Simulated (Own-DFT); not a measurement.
# What random displacements cost in 2H SiC, 32 atoms (C16Si16)

These are calculations, not measurements. The program, named Own-DFT, is a retired in-house plane-wave density functional code that no person has reviewed. Each row is one single-point run on a periodic cell that was not relaxed, without spin or spin-orbit coupling.

Settings of every run: PBE; PseudoDojo norm-conserving scalar-relativistic files; cutoff 42 hartree; 5 x 5 x 3 k mesh centred on Gamma; Fermi-Dirac smearing of 0.1 eV.

Known limits: forces on such cells passed a denser k mesh, each cell not checked; stress not checked against mesh or cutoff.

Cell vectors in Å: (6.165, 0.000, 0.000); (-3.083, 5.339, 0.000); (0.000, 0.000, 10.068). In each run every atom was moved at random and independently from its ideal site; u is the rms move along one axis. E is the free energy for each atom above the fitted value at u = 0, and F the rms of the force components.

```
run,u (Å),E (meV/atom),F (eV/Å),largest force (eV/Å),P (GPa)
1,0.0296,30.4,0.848,2.53,3.82
2,0.0305,37.7,0.981,2.58,4.04
3,0.0336,34.4,0.905,3.75,3.86
4,0.0531,97.5,1.624,5.58,5.65
5,0.0608,145.9,1.936,7.73,6.53
6,0.0617,131.3,1.849,8.70,6.17
7,0.0949,?,?,?,?
8,0.1052,380.8,3.077,12.29,12.84
```

## Worked fit

For small independent moves the energy grows as E = (3/2) K u², with K the mean stiffness felt by one atom. The runs with u up to 0.11 Å give K = 23.7 ± 1.3 eV/Å², with residuals divided by u² + 0.0006 Å², since the noise grows with the moves. The scatter is 8.1 meV/atom at u = 0.05 Å. The forces follow F = G u with G = 30.0 eV/Å²; no force at u = 0 is resolved. G exceeds K because the moves of its neighbours add to the force on an atom, and stiffness differs between atoms. The pressure follows P = 3.06 + 884 u² GPa: at fixed volume, shortened bonds push harder than stretched ones pull.

## Withheld run

Question: what energy and rms force should run 7 give?

The fit gives 320 ± 31 meV/atom and about 2.85 eV/Å. The calculation gave 352.0 meV/atom and 2.985 eV/Å.
